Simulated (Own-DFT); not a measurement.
# Response to strain: diamond-structure SiGeSn with randomly placed atoms, 64 atoms (Ge40Si16Sn8)

All numbers below are calculated, not measured. The program, named Own-DFT, is a retired in-house plane-wave density functional code that no person has reviewed. Each row is one single-point run on a periodic cell that was not relaxed, without spin or spin-orbit coupling.

Settings of every run: PBE; PseudoDojo norm-conserving scalar-relativistic files; cutoff 49 hartree; 3 x 3 x 3 k mesh centred on Gamma; Fermi-Dirac smearing of 0.1 eV.

Known limits: forces on such cells moved up to 12 meV/angstrom on a denser k mesh; stress not checked against mesh or cutoff.

Unstrained cell vectors in Å: (11.410, 0.000, 0.000); (0.000, 11.410, 0.000); (0.000, 0.000, 11.410). The unstrained cell has measured lattice constants (interpolated for alloys), not those of this functional. That, the random moves and any unrelaxed bonds set the pressure at no strain. Each run strains this cell uniformly, with the atoms carried along. Every atom was also moved at random, by a Gaussian of width 0.05 Å on each axis. The random placing of the alloy's atoms differs from row to row. Strain is the symmetric tensor, in per cent. Stress is positive in tension, and the pressure is minus a third of its trace.

```
run  e_xx (%)  e_yy (%)  e_zz (%)  s_xx (GPa)  s_yy (GPa)  s_zz (GPa)  P (GPa)  E (meV/atom)
  1      2.75      2.75      0.00       -0.61       -0.70       -2.20     1.17          29.6
  2      1.50      1.50      0.00       -2.12       -2.05       -2.99     2.39           0.0
  3     -1.75     -1.75      0.00       -8.18       -8.17       -7.00     7.78          58.2
  4     -2.50     -2.50      0.00       -9.61       -9.77       -7.96     9.11          68.2
  5     -0.50     -0.50      0.00       -5.59       -5.74       -5.32     5.55          33.9
  6     -3.00     -3.00      0.00      -11.07      -11.15       -9.05    10.42          99.2
  7      0.75      0.75      0.00       -3.50       -3.27       -3.89     3.55          16.7
  8      1.00      1.00      0.00       -3.03       -2.97       -3.47     3.16          11.9
  9      2.25      2.25      0.00           ?           ?           ?        ?             ?
```

E is the free energy for each atom above the lowest run shown.

## Worked fit

The change of volume is close to e_xx + e_yy + e_zz. A straight line through the runs shown gives P = 5.06 - 82 x (fractional change of volume) GPa, with an error of 4 on the slope and a scatter of 0.41 GPa. The strain isn't the same on all axes, but the crystal is cubic, so the slope still estimates the bulk modulus, averaged over pressures from 1.2 to 10.4 GPa.

## Withheld run

Question: what pressure should run 9 give? Its volume changes by 4.55 %.

The line gives 1.3 GPa. The calculation gave 1.67 GPa.
